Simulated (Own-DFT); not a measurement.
# Computed records: GaP (zincblende, atoms displaced)

Computed with Own-DFT development build. A calculation, not a measurement: plane-wave PBE density functional theory by an unreviewed code, no spin, of a simulated periodic cell, stress positive in tension, free energy of the whole cell less one offset for each atom, forces on such cells passed a denser k mesh, this cell's mesh not checked; offsets are fitted by least squares, one for each functional and potential file, so energies compare only between cells with the same atoms and settings and are not formation energies; the far tail of each file's local potential was reset to the Coulomb form; each entry is a single point on an unrelaxed cell, so the pressure reflects the starting lattice, mostly measured values (interpolated for alloys), from which strain is counted, and rises with the displacements; printed positions are rounded, which can move forces by about a meV/angstrom; the program, named Own-DFT, is a retired in-house code; no spin-orbit coupling; before rounding, a Quantum ESPRESSO 7.3.1 run of the same cell and cutoff gave forces within 1 meV/angstrom rms on each cell, which checks the program and not the settings.

Common to all runs: functional PBE; potential files PseudoDojo norm-conserving, scalar-relativistic, standard set; wave cutoff 42 hartree; occupations Fermi-Dirac; smearing width 0.1 eV; k mesh 2 x 3 x 3 centred on Gamma.

```yaml
- entry: 1
  formula: GaP
  kind: "zincblende, atoms displaced"
  structure:
    cell_angstrom: [[16.3515, 0.0, 0.0], [0.0, 10.901, 0.0], [0.0, 0.0, 10.901]]
    atoms_fractional:
      - [Ga, 0.99826, 0.99902, 0.00312]
      - [Ga, 0.0007, 0.24944, 0.25191]
      - [Ga, 0.16882, 0.99883, 0.24985]
      - [Ga, 0.16502, 0.24846, 0.00132]
      - [P, 0.08164, 0.12754, 0.1287]
      - [P, 0.08415, 0.37507, 0.37295]
      - [P, 0.2502, 0.12639, 0.37775]
      - [P, 0.24797, 0.37412, 0.12424]
      - [Ga, 0.00131, 0.00203, 0.49898]
      - [Ga, 0.00016, 0.25013, 0.74771]
      - [Ga, 0.16647, 0.00139, 0.74935]
      - [Ga, 0.16711, 0.25203, 0.50045]
      - [P, 0.08594, 0.12486, 0.62366]
      - [P, 0.08229, 0.37663, 0.87549]
      - [P, 0.25009, 0.12756, 0.87128]
      - [P, 0.24863, 0.37464, 0.62656]
      - [Ga, 0.99978, 0.49836, 0.99933]
      - [Ga, 0.99968, 0.75258, 0.24918]
      - [Ga, 0.16717, 0.50084, 0.25339]
      - [Ga, 0.16718, 0.75335, 0.00246]
      - [P, 0.08164, 0.6246, 0.12557]
      - [P, 0.0842, 0.87358, 0.37085]
      - [P, 0.24925, 0.62897, 0.37273]
      - [P, 0.25029, 0.87357, 0.12527]
      - [Ga, 0.99797, 0.50045, 0.50071]
      - [Ga, 0.00103, 0.74699, 0.7491]
      - [Ga, 0.16536, 0.50242, 0.74784]
      - [Ga, 0.16607, 0.74588, 0.49868]
      - [P, 0.08492, 0.62558, 0.62325]
      - [P, 0.08371, 0.87641, 0.876]
      - [P, 0.24957, 0.62385, 0.87376]
      - [P, 0.25012, 0.87819, 0.62638]
      - [Ga, 0.33347, 0.99865, 0.00126]
      - [Ga, 0.33281, 0.25022, 0.25144]
      - [Ga, 0.50081, 0.99934, 0.25041]
      - [Ga, 0.50077, 0.24946, 0.00269]
      - [P, 0.41493, 0.12592, 0.12371]
      - [P, 0.41585, 0.37707, 0.37677]
      - [P, 0.58146, 0.12376, 0.37485]
      - [P, 0.58472, 0.37481, 0.12292]
      - [Ga, 0.33179, 0.00023, 0.49762]
      - [Ga, 0.33368, 0.2486, 0.74878]
      - [Ga, 0.50107, 0.00116, 0.75323]
      - [Ga, 0.49889, 0.25047, 0.50086]
      - [P, 0.41587, 0.12617, 0.62742]
      - [P, 0.41648, 0.37507, 0.8726]
      - [P, 0.58088, 0.12395, 0.87665]
      - [P, 0.58335, 0.37856, 0.62479]
      - [Ga, 0.33319, 0.49695, 0.00123]
      - [Ga, 0.33374, 0.74824, 0.24861]
      - [Ga, 0.49975, 0.49993, 0.25097]
      - [Ga, 0.49885, 0.75234, 0.9995]
      - [P, 0.41581, 0.6285, 0.12334]
      - [P, 0.41537, 0.87519, 0.3712]
      - [P, 0.58569, 0.62679, 0.37911]
      - [P, 0.58555, 0.87586, 0.12407]
      - [Ga, 0.33251, 0.50153, 0.50129]
      - [Ga, 0.3362, 0.75083, 0.75194]
      - [Ga, 0.49794, 0.49759, 0.74933]
      - [Ga, 0.50107, 0.75079, 0.49902]
      - [P, 0.41482, 0.62525, 0.62493]
      - [P, 0.4175, 0.87708, 0.87314]
      - [P, 0.58344, 0.62422, 0.87385]
      - [P, 0.58124, 0.87648, 0.62508]
      - [Ga, 0.6675, 0.00024, 0.00135]
      - [Ga, 0.66896, 0.25095, 0.2491]
      - [Ga, 0.83266, 0.9961, 0.24893]
      - [Ga, 0.83408, 0.25116, 0.99847]
      - [P, 0.75039, 0.1271, 0.12434]
      - [P, 0.74878, 0.37143, 0.37305]
      - [P, 0.91818, 0.12499, 0.37869]
      - [P, 0.91812, 0.37527, 0.12136]
      - [Ga, 0.66561, 0.99883, 0.49823]
      - [Ga, 0.66632, 0.24989, 0.74992]
      - [Ga, 0.83301, 0.0032, 0.75237]
      - [Ga, 0.83376, 0.25225, 0.4998]
      - [P, 0.75106, 0.12835, 0.62234]
      - [P, 0.74884, 0.37405, 0.87405]
      - [P, 0.91774, 0.12706, 0.87324]
      - [P, 0.91744, 0.37597, 0.62688]
      - [Ga, 0.66674, 0.49866, 0.00038]
      - [Ga, 0.66669, 0.75145, 0.25107]
      - [Ga, 0.83247, 0.49927, 0.24848]
      - [Ga, 0.83433, 0.74886, 0.00028]
      - [P, 0.74964, 0.62467, 0.12542]
      - [P, 0.75152, 0.87416, 0.37583]
      - [P, 0.91755, 0.62629, 0.37203]
      - [P, 0.916, 0.87869, 0.12554]
      - [Ga, 0.66506, 0.50218, 0.50186]
      - [Ga, 0.66812, 0.75031, 0.74838]
      - [Ga, 0.83341, 0.49862, 0.74965]
      - [Ga, 0.83358, 0.74997, 0.50075]
      - [P, 0.75099, 0.62576, 0.62006]
      - [P, 0.74919, 0.87515, 0.87395]
      - [P, 0.91642, 0.62514, 0.87649]
      - [P, 0.91454, 0.87532, 0.62769]
  results:
    "free_energy_of_cell_above_offsets [eV]": "-53.582"
    "pressure [GPa]": 2.71
    "stress_xx [GPa]": -2.72
    "stress_yy [GPa]": -2.71
    "stress_zz [GPa]": -2.72
    "stress_yz [GPa]": -0.07
    "stress_xz [GPa]": 0.25
    "stress_xy [GPa]": -0.23
    force_element: [Ga, Ga, Ga, Ga, P, P, P, P, Ga, Ga, Ga, Ga, P, P, P, P, Ga, Ga, Ga, Ga, P, P, P, P, Ga, Ga, Ga, Ga, P, P, P, P, Ga, Ga, Ga, Ga, P, P, P, P, Ga, Ga, Ga, Ga, P, P, P, P, Ga, Ga, Ga, Ga, P, P, P, P, Ga, Ga, Ga, Ga, P, P, P, P, Ga, Ga, Ga, Ga, P, P, P, P, Ga, Ga, Ga, Ga, P, P, P, P, Ga, Ga, Ga, Ga, P, P, P, P, Ga, Ga, Ga, Ga, P, P, P, P]
    "force_x [eV/angstrom]": [0.385, -0.379, -0.187, 0.025, 0.356, -0.239, -0.138, 0.207, 0.046, 0.359, 0.058, -0.086, -0.433, 0.218, -0.11, 0.239, 0.09, 0.02, -0.124, -0.217, 0.282, -0.03, 0.334, 0.206, 0.383, -0.132, 0.136, 0.211, -0.524, -0.185, 0.126, -0.027, -0.232, -0.053, -0.222, -0.343, 0.297, 0.012, 0.343, -0.239, 0.353, -0.108, -0.262, 0.118, 0.22, 0.0, 0.673, -0.121, -0.093, -0.08, 0.172, 0.407, 0.233, 0.194, -0.465, -0.412, -0.322, -0.611, 0.203, -0.494, 0.462, -0.076, -0.117, 0.383, 0.002, -0.651, 0.023, -0.005, 0.227, 0.238, -0.445, -0.273, 0.155, -0.203, -0.126, 0.141, -0.34, 0.171, -0.028, -0.189, 0.033, 0.145, 0.187, -0.245, -0.037, -0.295, -0.301, -0.068, 0.471, -0.296, -0.174, 0.352, -0.043, 0.248, 0.097, 0.534]
    "force_y [eV/angstrom]": [0.414, 0.247, 0.324, 0.05, -0.615, 0.124, -0.013, 0.054, -0.538, -0.054, -0.077, 0.004, 0.153, -0.204, -0.338, 0.197, 0.342, -0.16, 0.087, -0.564, 0.086, 0.191, -0.524, 0.238, 0.024, 0.395, -0.281, 0.857, -0.193, -0.039, 0.278, -0.627, 0.219, 0.119, 0.06, 0.169, -0.108, -0.115, 0.394, 0.038, -0.029, 0.368, 0.06, 0.032, -0.39, -0.296, 0.227, -0.497, 0.223, 0.25, 0.252, -0.077, -0.593, -0.084, -0.088, -0.12, -0.008, -0.013, 0.451, 0.028, 0.116, -0.035, 0.083, -0.065, 0.144, -0.383, 0.762, -0.03, -0.277, 0.743, 0.028, -0.182, 0.177, -0.118, -0.065, -0.001, -0.393, 0.106, -0.17, -0.053, 0.29, -0.108, -0.126, 0.249, 0.1, 0.051, -0.092, -0.644, -0.377, -0.107, 0.293, 0.042, -0.224, 0.045, -0.173, 0.082]
    "force_z [eV/angstrom]": [-0.379, 0.001, 0.008, -0.293, -0.32, 0.507, -0.372, 0.296, 0.263, 0.105, 0.187, -0.096, 0.042, -0.274, 0.662, -0.119, -0.007, -0.197, -0.494, -0.316, -0.067, 0.547, 0.253, 0.041, -0.266, 0.139, 0.338, 0.106, -0.035, -0.043, 0.272, -0.205, -0.384, -0.109, -0.359, -0.29, 0.341, -0.154, -0.071, 0.485, 0.324, 0.067, -0.452, 0.079, -0.395, 0.471, 0.046, 0.057, -0.225, 0.023, -0.09, -0.141, 0.077, 0.371, -0.664, 0.164, -0.101, -0.154, -0.009, 0.076, -0.108, 0.374, 0.023, 0.099, -0.252, -0.024, 0.328, -0.047, 0.001, 0.444, -0.536, 0.595, 0.176, -0.098, -0.196, -0.059, 0.219, 0.062, 0.266, -0.267, -0.237, -0.036, 0.036, 0.024, -0.063, -0.024, 0.242, -0.098, -0.224, -0.097, 0.087, -0.222, 0.606, 0.209, -0.262, -0.206]
- entry: 2
  formula: GaP
  kind: "zincblende, atoms displaced"
  structure:
    cell_angstrom: [[16.3515, 0.0, 0.0], [0.0, 10.901, 0.0], [0.0, 0.0, 10.901]]
    atoms_fractional:
      - [Ga, 0.99916, 0.00352, 0.00412]
      - [Ga, 0.00325, 0.25194, 0.24861]
      - [Ga, 0.1655, 0.9988, 0.24957]
      - [Ga, 0.16707, 0.25057, 0.99934]
      - [P, 0.08314, 0.12425, 0.12204]
      - [P, 0.08254, 0.3743, 0.37643]
      - [P, 0.25219, 0.12327, 0.37355]
      - [P, 0.24895, 0.37523, 0.12553]
      - [Ga, 0.00179, 0.00056, 0.4999]
      - [Ga, 0.99868, 0.24747, 0.74914]
      - [Ga, 0.16472, 0.00221, 0.74869]
      - [Ga, 0.16527, 0.24967, 0.50251]
      - [P, 0.08315, 0.12258, 0.62536]
      - [P, 0.08502, 0.37682, 0.87599]
      - [P, 0.24782, 0.12356, 0.87003]
      - [P, 0.2497, 0.37514, 0.62653]
      - [Ga, 0.0006, 0.50183, 0.00477]
      - [Ga, 0.0023, 0.75172, 0.25218]
      - [Ga, 0.16477, 0.49999, 0.25258]
      - [Ga, 0.16595, 0.753, 0.00184]
      - [P, 0.08282, 0.62783, 0.12604]
      - [P, 0.08364, 0.87412, 0.37076]
      - [P, 0.24864, 0.62691, 0.37516]
      - [P, 0.24943, 0.87542, 0.12336]
      - [Ga, 0.99949, 0.50035, 0.50113]
      - [Ga, 0.99947, 0.75314, 0.74684]
      - [Ga, 0.16636, 0.49983, 0.75145]
      - [Ga, 0.16778, 0.75013, 0.49907]
      - [P, 0.08235, 0.62437, 0.62537]
      - [P, 0.0841, 0.87464, 0.87354]
      - [P, 0.24835, 0.62477, 0.87572]
      - [P, 0.24968, 0.8775, 0.62463]
      - [Ga, 0.33152, 0.99931, 0.00094]
      - [Ga, 0.33147, 0.25118, 0.24868]
      - [Ga, 0.49987, 0.00131, 0.24644]
      - [Ga, 0.49883, 0.25151, 0.9999]
      - [P, 0.41726, 0.12318, 0.12338]
      - [P, 0.41681, 0.37101, 0.37408]
      - [P, 0.58395, 0.12426, 0.3733]
      - [P, 0.58264, 0.37536, 0.12586]
      - [Ga, 0.3342, 0.00105, 0.49669]
      - [Ga, 0.33401, 0.25226, 0.74989]
      - [Ga, 0.49986, 0.9962, 0.74885]
      - [Ga, 0.50039, 0.25321, 0.50493]
      - [P, 0.41628, 0.12311, 0.62652]
      - [P, 0.41432, 0.37566, 0.87435]
      - [P, 0.58412, 0.12422, 0.87625]
      - [P, 0.58176, 0.37565, 0.62473]
      - [Ga, 0.33355, 0.50357, 0.99784]
      - [Ga, 0.33505, 0.74852, 0.25266]
      - [Ga, 0.50203, 0.49767, 0.25048]
      - [Ga, 0.50043, 0.75222, 0.0022]
      - [P, 0.41587, 0.62702, 0.1262]
      - [P, 0.41821, 0.87504, 0.37432]
      - [P, 0.58331, 0.62669, 0.37623]
      - [P, 0.58368, 0.87446, 0.12818]
      - [Ga, 0.33256, 0.49706, 0.49628]
      - [Ga, 0.33509, 0.74778, 0.74957]
      - [Ga, 0.49929, 0.5018, 0.74876]
      - [Ga, 0.49808, 0.75028, 0.49728]
      - [P, 0.41534, 0.62042, 0.62549]
      - [P, 0.41699, 0.87445, 0.87453]
      - [P, 0.58241, 0.62681, 0.87299]
      - [P, 0.58428, 0.87475, 0.62207]
      - [Ga, 0.66713, 0.9971, 0.00431]
      - [Ga, 0.66494, 0.24622, 0.25165]
      - [Ga, 0.83415, 0.998, 0.24826]
      - [Ga, 0.83463, 0.25044, 0.00372]
      - [P, 0.74906, 0.12521, 0.12454]
      - [P, 0.74875, 0.37717, 0.37771]
      - [P, 0.91593, 0.12197, 0.37548]
      - [P, 0.91433, 0.37624, 0.12489]
      - [Ga, 0.66628, 0.99658, 0.50125]
      - [Ga, 0.66572, 0.25163, 0.748]
      - [Ga, 0.8317, 0.99842, 0.75091]
      - [Ga, 0.83022, 0.25091, 0.50127]
      - [P, 0.75017, 0.12476, 0.62772]
      - [P, 0.75227, 0.37458, 0.87223]
      - [P, 0.91463, 0.12339, 0.87385]
      - [P, 0.91552, 0.37397, 0.62438]
      - [Ga, 0.66666, 0.5013, 0.00053]
      - [Ga, 0.66667, 0.74539, 0.24986]
      - [Ga, 0.83288, 0.50043, 0.24971]
      - [Ga, 0.83343, 0.74906, 0.99929]
      - [P, 0.75081, 0.62306, 0.12656]
      - [P, 0.74867, 0.87539, 0.37406]
      - [P, 0.91721, 0.62287, 0.37606]
      - [P, 0.91878, 0.87808, 0.12496]
      - [Ga, 0.66629, 0.49861, 0.50356]
      - [Ga, 0.66732, 0.75114, 0.74935]
      - [Ga, 0.83336, 0.5008, 0.75012]
      - [Ga, 0.83516, 0.74982, 0.49806]
      - [P, 0.74808, 0.62605, 0.62316]
      - [P, 0.75171, 0.87332, 0.87424]
      - [P, 0.91897, 0.62161, 0.87734]
      - [P, 0.91456, 0.87541, 0.62369]
  results:
    "free_energy_of_cell_above_offsets [eV]": "-53.538"
    "pressure [GPa]": 2.72
    "stress_xx [GPa]": -2.72
    "stress_yy [GPa]": -2.72
    "stress_zz [GPa]": -2.72
    "stress_yz [GPa]": -0.07
    "stress_xz [GPa]": -0.14
    "stress_xy [GPa]": -0.18
    force_element: [Ga, Ga, Ga, Ga, P, P, P, P, Ga, Ga, Ga, Ga, P, P, P, P, Ga, Ga, Ga, Ga, P, P, P, P, Ga, Ga, Ga, Ga, P, P, P, P, Ga, Ga, Ga, Ga, P, P, P, P, Ga, Ga, Ga, Ga, P, P, P, P, Ga, Ga, Ga, Ga, P, P, P, P, Ga, Ga, Ga, Ga, P, P, P, P, Ga, Ga, Ga, Ga, P, P, P, P, Ga, Ga, Ga, Ga, P, P, P, P, Ga, Ga, Ga, Ga, P, P, P, P, Ga, Ga, Ga, Ga, P, P, P, P]
    "force_x [eV/angstrom]": [0.087, -0.729, 0.305, 0.087, 0.334, 0.128, -0.714, 0.101, -0.342, 0.125, 0.202, 0.403, -0.187, -0.631, 0.462, -0.075, 0.074, -0.667, 0.149, 0.05, 0.204, 0.176, 0.286, 0.199, -0.024, -0.096, 0.017, -0.286, 0.246, -0.404, 0.106, 0.215, 0.112, 0.304, 0.091, 0.13, -0.427, 0.048, -0.439, 0.279, 0.017, -0.251, 0.239, -0.199, 0.128, 0.478, -0.14, 0.239, -0.207, -0.394, -0.401, -0.069, 0.371, -0.212, -0.058, 0.096, -0.065, -0.435, 0.018, 0.17, 0.057, -0.146, 0.126, -0.41, -0.002, 0.344, -0.249, -0.365, 0.28, -0.075, 0.157, 0.653, 0.232, 0.08, 0.181, 0.4, -0.347, -0.459, 0.25, 0.114, 0.046, 0.094, 0.01, 0.387, -0.105, 0.312, 0.077, -0.34, -0.189, -0.119, 0.074, -0.496, 0.534, -0.449, -0.225, 0.34]
    "force_y [eV/angstrom]": [-0.309, -0.348, 0.258, -0.147, 0.359, 0.122, 0.277, 0.302, -0.267, 0.313, -0.5, -0.156, 0.365, -0.297, 0.327, 0.024, -0.314, -0.261, 0.061, -0.257, -0.187, 0.198, -0.351, -0.175, -0.21, -0.287, 0.133, 0.161, 0.162, 0.305, 0.338, -0.209, 0.163, -0.262, -0.052, -0.124, 0.344, 0.292, -0.099, -0.196, -0.22, -0.427, 0.326, -0.732, 0.221, 0.148, -0.047, 0.181, -0.183, 0.303, 0.351, -0.116, -0.384, 0.243, -0.479, -0.189, 0.06, 0.174, -0.247, -0.232, 0.406, -0.033, -0.04, -0.305, 0.109, 0.515, 0.193, -0.174, -0.016, -0.271, 0.593, -0.069, 0.566, -0.174, 0.107, -0.261, -0.122, 0.005, 0.109, 0.063, -0.244, 0.339, -0.138, -0.053, 0.282, -0.29, 0.266, -0.692, 0.263, -0.034, 0.178, -0.029, -0.004, 0.038, 0.508, 0.163]
    "force_z [eV/angstrom]": [-0.886, 0.066, -0.164, -0.143, 0.386, 0.128, 0.056, -0.128, -0.191, 0.22, 0.051, -0.221, -0.108, 0.026, 0.533, -0.25, -0.268, -0.247, -0.212, -0.308, 0.13, 0.826, -0.093, 0.529, 0.102, 0.353, -0.177, 0.292, -0.12, 0.234, -0.064, -0.012, -0.474, -0.132, 0.377, -0.164, -0.002, -0.005, 0.635, -0.218, 0.332, -0.067, 0.142, -0.524, -0.132, 0.118, -0.096, 0.341, 0.334, -0.21, 0.133, -0.161, -0.056, -0.159, 0.06, -0.155, 0.107, 0.036, 0.302, 0.472, -0.536, 0.179, 0.3, 0.303, -0.481, -0.136, 0.154, -0.549, 0.209, -0.435, -0.081, 0.324, -0.226, 0.352, -0.126, -0.188, -0.302, 0.447, 0.298, 0.042, -0.348, 0.129, 0.367, 0.148, -0.277, -0.094, -0.338, 0.05, -0.308, -0.021, -0.134, -0.063, 0.219, 0.309, -0.371, 0.014]
- entry: 3
  formula: GaP
  kind: "zincblende, atoms displaced"
  structure:
    cell_angstrom: [[16.3515, 0.0, 0.0], [0.0, 10.901, 0.0], [0.0, 0.0, 10.901]]
    atoms_fractional:
      - [Ga, 0.99944, 0.99869, 0.99914]
      - [Ga, 0.99998, 0.24749, 0.24893]
      - [Ga, 0.16379, 0.00072, 0.24781]
      - [Ga, 0.16681, 0.2516, 0.0005]
      - [P, 0.08171, 0.1234, 0.12583]
      - [P, 0.08156, 0.3714, 0.37118]
      - [P, 0.25093, 0.12403, 0.37605]
      - [P, 0.24868, 0.37408, 0.12725]
      - [Ga, 0.00066, 0.00246, 0.49887]
      - [Ga, 0.00135, 0.24568, 0.74884]
      - [Ga, 0.16548, 0.99962, 0.75039]
      - [Ga, 0.16609, 0.25177, 0.50047]
      - [P, 0.08083, 0.12519, 0.62348]
      - [P, 0.08224, 0.37626, 0.87647]
      - [P, 0.24774, 0.1254, 0.87371]
      - [P, 0.24946, 0.37422, 0.62492]
      - [Ga, 0.99842, 0.50194, 0.00087]
      - [Ga, 0.0012, 0.74863, 0.24848]
      - [Ga, 0.16558, 0.50068, 0.2517]
      - [Ga, 0.16501, 0.74839, 0.99887]
      - [P, 0.08326, 0.62733, 0.12485]
      - [P, 0.08224, 0.87499, 0.37124]
      - [P, 0.24973, 0.62728, 0.3763]
      - [P, 0.24713, 0.87436, 0.12446]
      - [Ga, 0.00055, 0.50089, 0.50155]
      - [Ga, 0.99919, 0.74725, 0.75047]
      - [Ga, 0.16529, 0.49791, 0.74823]
      - [Ga, 0.16771, 0.75117, 0.49986]
      - [P, 0.0857, 0.62732, 0.6303]
      - [P, 0.08233, 0.87482, 0.87483]
      - [P, 0.24939, 0.62286, 0.8762]
      - [P, 0.24992, 0.87503, 0.62151]
      - [Ga, 0.33285, 0.00083, 0.00172]
      - [Ga, 0.33393, 0.25089, 0.24888]
      - [Ga, 0.49878, 0.99991, 0.25154]
      - [Ga, 0.50128, 0.25112, 0.00305]
      - [P, 0.41737, 0.12352, 0.12199]
      - [P, 0.4177, 0.37388, 0.37752]
      - [P, 0.58434, 0.12728, 0.37195]
      - [P, 0.58395, 0.37564, 0.12784]
      - [Ga, 0.33136, 0.99646, 0.50369]
      - [Ga, 0.33176, 0.24911, 0.74955]
      - [Ga, 0.50113, 0.99858, 0.75219]
      - [Ga, 0.49857, 0.25081, 0.49873]
      - [P, 0.41607, 0.12621, 0.62587]
      - [P, 0.41845, 0.37553, 0.87266]
      - [P, 0.58269, 0.12244, 0.87472]
      - [P, 0.5805, 0.37586, 0.62495]
      - [Ga, 0.33411, 0.50019, 0.00436]
      - [Ga, 0.33189, 0.75255, 0.24822]
      - [Ga, 0.49895, 0.49961, 0.24964]
      - [Ga, 0.50031, 0.74956, 0.99742]
      - [P, 0.41394, 0.62248, 0.12155]
      - [P, 0.41662, 0.87647, 0.3746]
      - [P, 0.58327, 0.62361, 0.372]
      - [P, 0.58478, 0.87458, 0.12542]
      - [Ga, 0.33278, 0.50232, 0.50197]
      - [Ga, 0.33478, 0.74799, 0.75041]
      - [Ga, 0.50045, 0.50248, 0.75316]
      - [Ga, 0.50025, 0.75017, 0.49914]
      - [P, 0.41504, 0.62496, 0.6258]
      - [P, 0.41666, 0.87615, 0.87442]
      - [P, 0.58582, 0.62756, 0.8747]
      - [P, 0.58332, 0.87188, 0.62407]
      - [Ga, 0.66628, 0.00045, 0.9986]
      - [Ga, 0.66728, 0.25023, 0.24871]
      - [Ga, 0.83105, 0.00264, 0.24922]
      - [Ga, 0.83384, 0.24771, 0.00036]
      - [P, 0.74915, 0.12551, 0.12281]
      - [P, 0.74942, 0.37451, 0.37474]
      - [P, 0.91835, 0.12286, 0.376]
      - [P, 0.91774, 0.37471, 0.12642]
      - [Ga, 0.66683, 0.00143, 0.49861]
      - [Ga, 0.66447, 0.24721, 0.75055]
      - [Ga, 0.83344, 0.00051, 0.74901]
      - [Ga, 0.83145, 0.25183, 0.49888]
      - [P, 0.75037, 0.12444, 0.62926]
      - [P, 0.75147, 0.37223, 0.87551]
      - [P, 0.91583, 0.1214, 0.87619]
      - [P, 0.91568, 0.3718, 0.62702]
      - [Ga, 0.66746, 0.50422, 0.00397]
      - [Ga, 0.66628, 0.74911, 0.24747]
      - [Ga, 0.83424, 0.50337, 0.25308]
      - [Ga, 0.83646, 0.75221, 0.00102]
      - [P, 0.75069, 0.62625, 0.12175]
      - [P, 0.75179, 0.87475, 0.37332]
      - [P, 0.91538, 0.62445, 0.37414]
      - [P, 0.91549, 0.87668, 0.12461]
      - [Ga, 0.66733, 0.49966, 0.49907]
      - [Ga, 0.66463, 0.75214, 0.7494]
      - [Ga, 0.83245, 0.49925, 0.74968]
      - [Ga, 0.83397, 0.74897, 0.50252]
      - [P, 0.75073, 0.62611, 0.62647]
      - [P, 0.7524, 0.87417, 0.87161]
      - [P, 0.91579, 0.62144, 0.8782]
      - [P, 0.91579, 0.87403, 0.62371]
  results:
    "free_energy_of_cell_above_offsets [eV]": "-53.548"
    "pressure [GPa]": 2.72
    "stress_xx [GPa]": -2.72
    "stress_yy [GPa]": -2.73
    "stress_zz [GPa]": -2.71
    "stress_yz [GPa]": 0.01
    "stress_xz [GPa]": -0.2
    "stress_xy [GPa]": -0.14
    force_element: [Ga, Ga, Ga, Ga, P, P, P, P, Ga, Ga, Ga, Ga, P, P, P, P, Ga, Ga, Ga, Ga, P, P, P, P, Ga, Ga, Ga, Ga, P, P, P, P, Ga, Ga, Ga, Ga, P, P, P, P, Ga, Ga, Ga, Ga, P, P, P, P, Ga, Ga, Ga, Ga, P, P, P, P, Ga, Ga, Ga, Ga, P, P, P, P, Ga, Ga, Ga, Ga, P, P, P, P, Ga, Ga, Ga, Ga, P, P, P, P, Ga, Ga, Ga, Ga, P, P, P, P, Ga, Ga, Ga, Ga, P, P, P, P]
    "force_x [eV/angstrom]": [0.011, -0.264, 0.48, -0.286, 0.154, 0.208, -0.261, 0.185, -0.134, -0.445, -0.033, 0.015, 0.727, -0.045, 0.27, -0.002, 0.299, -0.541, 0.022, 0.213, 0.001, 0.122, 0.073, 0.19, -0.017, -0.237, 0.317, -0.43, -0.344, 0.009, 0.085, -0.185, -0.268, 0.042, 0.333, -0.03, -0.084, -0.502, -0.279, -0.005, 0.504, 0.221, -0.24, 0.304, 0.119, -0.422, -0.007, 0.439, -0.448, 0.156, -0.152, -0.055, 0.694, -0.173, 0.01, -0.471, -0.035, -0.482, 0.048, -0.154, 0.553, -0.16, -0.295, -0.104, 0.256, 0.1, 0.343, 0.161, -0.016, 0.081, -0.654, -0.322, 0.136, 0.127, 0.157, 0.274, -0.218, -0.578, 0.251, 0.246, 0.016, 0.282, -0.33, -0.401, 0.336, -0.379, 0.559, 0.303, -0.179, 0.621, 0.076, -0.141, -0.344, -0.39, -0.026, 0.439]
    "force_y [eV/angstrom]": [-0.006, -0.02, 0.055, -0.165, 0.236, 0.491, -0.006, 0.209, -0.67, 0.361, -0.058, -0.245, -0.138, -0.199, -0.062, 0.162, -0.282, 0.203, 0.014, 0.135, -0.463, -0.06, -0.261, 0.186, -0.168, 0.218, -0.046, 0.057, -0.129, -0.126, 0.0, -0.251, -0.177, -0.237, 0.041, -0.005, 0.26, 0.401, -0.166, 0.162, 0.588, 0.122, 0.053, -0.315, -0.401, -0.152, 0.301, -0.011, -0.601, -0.147, 0.027, 0.078, 0.677, -0.231, 0.147, 0.111, -0.307, 0.249, 0.059, -0.247, 0.027, -0.114, -0.294, 0.581, -0.34, 0.034, -0.069, 0.25, 0.019, 0.163, 0.4, 0.002, -0.147, 0.413, -0.213, -0.4, 0.148, 0.245, 0.305, 0.31, -0.667, 0.043, -0.482, -0.112, 0.16, -0.156, 0.318, -0.01, 0.038, -0.079, -0.153, 0.089, -0.131, 0.017, 0.379, 0.177]
    "force_z [eV/angstrom]": [0.107, -0.002, 0.314, 0.034, -0.504, 0.53, -0.155, -0.085, 0.033, 0.495, -0.304, -0.263, 0.04, -0.132, 0.241, -0.039, 0.196, 0.062, -0.003, -0.165, -0.036, 0.552, -0.207, -0.128, 0.052, 0.184, 0.439, -0.132, -0.796, -0.073, -0.136, 0.94, -0.289, 0.202, -0.256, -0.419, 0.407, -0.356, 0.35, -0.284, -0.429, 0.134, -0.47, 0.208, -0.053, 0.511, 0.275, 0.036, -0.752, 0.039, 0.002, 0.279, 0.655, 0.14, 0.246, -0.133, -0.224, 0.122, -0.274, -0.123, -0.08, 0.139, 0.144, -0.153, -0.132, -0.003, 0.055, 0.024, 0.12, -0.185, -0.209, 0.01, 0.071, -0.01, 0.024, 0.156, -0.642, 0.084, -0.195, -0.179, -0.525, 0.218, -0.515, -0.28, 0.542, 0.216, 0.387, 0.349, 0.244, 0.0, 0.118, -0.353, -0.101, 0.387, -0.468, 0.142]
```
